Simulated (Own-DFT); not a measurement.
# How strain changes the stress of C40 NbSi2, 36 atoms (Nb12Si24)

All numbers below are calculated, not measured. They come from Own-DFT, an in-house plane-wave density functional program, since retired, whose code no person has reviewed. Each row is one single-point run on a periodic cell that was not relaxed, without spin or spin-orbit coupling.

Settings of every run: PBEsol; PseudoDojo norm-conserving scalar-relativistic files, made for PBE; cutoff 42 hartree; 4 x 4 x 5 k mesh centred on Gamma; cold (Marzari-Vanderbilt) smearing of 0.2 eV.

Known limits: forces on such cells failed a check on a denser k mesh; stress not checked against mesh or cutoff.

Unstrained cell vectors in Å: (0.000, 8.324, 0.000); (-9.613, 0.000, 0.000); (0.000, 0.000, 6.586). The unstrained cell was taken from the Materials Project. The random moves and any unrelaxed bonds add to the pressure at no strain. Each run strains this cell uniformly, with the atoms carried along. Every atom was also moved at random, by a Gaussian of width 0.05 Å on each axis. Strain is the symmetric tensor, in per cent. Stress is positive in tension, and the pressure is minus a third of its trace.

| run | e_xx (%) | e_yy (%) | e_zz (%) | e_yz (%) | e_xz (%) | e_xy (%) | s_xx (GPa) | s_yy (GPa) | s_zz (GPa) | s_yz (GPa) | s_xz (GPa) | s_xy (GPa) | P (GPa) | E (meV/atom) |
|---|---|---|---|---|---|---|---|---|---|---|---|---|---|---|
| 1 | -1.26 | -1.76 | 1.48 | -0.08 | 1.09 | 0.22 | -3.16 | -4.74 | 4.08 | -0.75 | 2.82 | 0.91 | 1.27 | 0.0 |
| 2 | -1.16 | -0.17 | -1.36 | -1.59 | 1.09 | -1.53 | -5.42 | -0.82 | -8.42 | -5.50 | 3.29 | -5.00 | 4.89 | 23.9 |
| 3 | 1.42 | -0.04 | 0.04 | -0.33 | 0.64 | -1.30 | 6.10 | 2.41 | 1.03 | -1.15 | 2.36 | -3.92 | -3.18 | 5.6 |
| 4 | -1.40 | 1.06 | -1.33 | 1.98 | 1.75 | 1.15 | -4.97 | 3.13 | -7.95 | 5.89 | 5.05 | 4.24 | 3.26 | 34.4 |
| 5 | 1.05 | -0.42 | -0.24 | 1.32 | 0.14 | 0.51 | 4.55 | 0.58 | -1.07 | 3.72 | 0.16 | 0.94 | -1.35 | 4.5 |
| 6 | 0.85 | -0.57 | -0.29 | 0.95 | 1.32 | 0.67 | 3.80 | -0.04 | -1.61 | 3.41 | 3.85 | 1.75 | -0.72 | 3.4 |
| 7 | 0.32 | -1.48 | 0.63 | 0.58 | 0.48 | -1.35 | 1.93 | -4.18 | 1.97 | 2.13 | 1.72 | -3.52 | 0.09 | 6.4 |
| 8 | -1.84 | -1.70 | 1.03 | -1.68 | 0.65 | -1.18 | -6.75 | -5.07 | 1.50 | -5.37 | 2.51 | -4.56 | 3.44 | 10.1 |
| 9 | 1.27 | 1.93 | -0.35 | 0.94 | 1.89 | 0.81 | 6.67 | 8.10 | 0.20 | 2.73 | 6.07 | 2.37 | -4.99 | 22.9 |
| 10 | -0.89 | -0.81 | -1.83 | 0.07 | 1.68 | 0.11 | -4.76 | -4.11 | -11.51 | 0.60 | 6.21 | -0.49 | 6.79 | 29.0 |
| 11 | 1.50 | 1.19 | 0.71 | 0.79 | -0.20 | 1.51 | 7.50 | 6.89 | 4.96 | 1.90 | -0.60 | 3.89 | -6.45 | 12.7 |
| 12 | -1.18 | 0.09 | 0.71 | 1.71 | 0.81 | -1.92 | -3.07 | 1.01 | 2.23 | 4.89 | 3.05 | -5.73 | -0.06 | 16.0 |
| 13 | 1.78 | 1.41 | -0.03 | -1.03 | -0.89 | 1.95 | 7.54 | 7.74 | 1.16 | -3.19 | -2.26 | 5.67 | -5.48 | 25.3 |
| 14 | -1.94 | 0.74 | 1.47 | -0.39 | 1.68 | 0.82 | -4.74 | 3.46 | 5.09 | -0.97 | 4.71 | 2.05 | -1.27 | 19.6 |
| 15 | -1.33 | -0.62 | -1.74 | 0.45 | 1.73 | 1.45 | -6.28 | -3.85 | -11.12 | 0.92 | 5.66 | 4.62 | 7.08 | 35.5 |
| 16 | -1.62 | -0.13 | 0.37 | 1.35 | -0.18 | -1.39 | ? | ? | ? | ? | ? | ? | ? | ? |

E is the free energy for each atom above the lowest run shown.

## Worked fit

Each stress component was fitted by least squares to a constant and the strains of the runs shown, as fractions, with shears doubled. Shear strains stay in the fit of a normal stress only where such slopes are resolved. The slopes, in GPa:

```
stress,at no strain,per e_xx,per e_yy,per e_zz,scatter
s_xx,0.4,393 ± 5,43 ± 4,104 ± 4,0.16
s_yy,1.2,73 ± 10,354 ± 12,78 ± 11,0.46
s_zz,-0.7,96 ± 3,71 ± 5,496 ± 4,0.16
```

Also, s_xx gains 8 ± 2 per 2 e_yz; s_xx gains 19 ± 4 per 2 e_xz; s_zz gains 6 ± 2 per 2 e_yz; s_zz gains -10 ± 2 per 2 e_xy.

Each shear stress against twice its own strain: yz 152 ± 6, xz 148 ± 12, xy 149 ± 7 GPa. These are stiffnesses along x, y and z of the frame in which the cell vectors are given, which need not be the crystal's axes. The atoms are held to the strained lattice; where symmetry lets them move under strain, relaxing them would lower some slopes. The table should be nearly symmetric about its diagonal, and what it lacks of that shows the noise. A ninth of its sum, 190 ± 7 GPa, estimates the bulk modulus near the mean pressure of these runs, 0.2 GPa.

## Withheld run

Question: what normal stresses and pressure should run 16 give?

The fit gives s_xx = -5.5, s_yy = -0.2, s_zz = -0.1 and P = 1.9 GPa. The calculation gave -5.12, 0.12, 0.00 and P = 1.67 GPa.
